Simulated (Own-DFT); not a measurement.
# A layer strained by its substrate: wurtzite GaN, 72 atoms (Ga36N36)

The numbers are computed, not measured, by runs of the plane-wave DFT program Own-DFT (in-house, retired, unreviewed) at fixed positions, with no spin and no spin-orbit coupling.

Method: PBE; PseudoDojo norm-conserving scalar-relativistic files; cutoff 42 hartree; 4 x 4 x 3 k mesh centred on Gamma; Fermi-Dirac smearing of 0.1 eV.

Known weak points: forces not confirmed at this smearing and k mesh; stress not checked against mesh or cutoff.

Unstrained cell vectors in Å: (9.567, 0.000, 0.000); (-4.784, 8.285, 0.000); (0.000, 0.000, 10.370). The unstrained cell has measured lattice constants (interpolated for alloys), not those of this functional. That, the random moves and any unrelaxed bonds set the pressure at no strain. Each run strains x and y alike by e, as a substrate would, and holds the height along z. Random moves of width 0.05 Å per axis were added to every atom. Stress is positive in tension.

| e (%) | u (Å) | (s_xx + s_yy)/2 (GPa) | s_zz (GPa) |
|---|---|---|---|
| -3.00 | 0.051 | -25.57 | -13.89 |
| -2.75 | 0.048 | ? | ? |
| -2.50 | 0.050 | -22.29 | -12.09 |
| -2.25 | 0.048 | -20.57 | -11.24 |
| -0.50 | 0.051 | -10.34 | -8.28 |
| 0.75 | 0.052 | -4.13 | -7.01 |
| 1.50 | 0.049 | 0.07 | -5.90 |
| 1.75 | 0.050 | 1.69 | -6.28 |
| 2.00 | 0.051 | 2.16 | -5.65 |
| 2.50 | 0.048 | 4.12 | -4.10 |

## Fit

With e as a fraction, the in-plane stress is -7.6 + 534 e - 2142 e² GPa (errors 6 and 459, scatter 0.33), and s_zz is -8.3 + 155 e GPa (slope ± 10, scatter 0.61). At e = 0 the first slope is C11 + C12 and the second 2 C13, both with the ions held to the strained lattice and at the cell's own pressure. The term in e² is negative: the layer stiffens under compression and softens under tension. A free layer would change its height as e changes, and the in-plane slope would drop by 2 C13²/C33 to the biaxial modulus. At fixed height, a misfit of 1 % moves the in-plane stress by about 5.3 GPa and s_zz by 1.5 GPa.

## Withheld run

Asked: what are the two stresses at e = -2.75 %?

Estimate: -23.9 and -12.6 GPa. Computed: -25.37 and -11.23 GPa. The miss is larger than the scatter suggests: chance, or a term that the fit lacks.
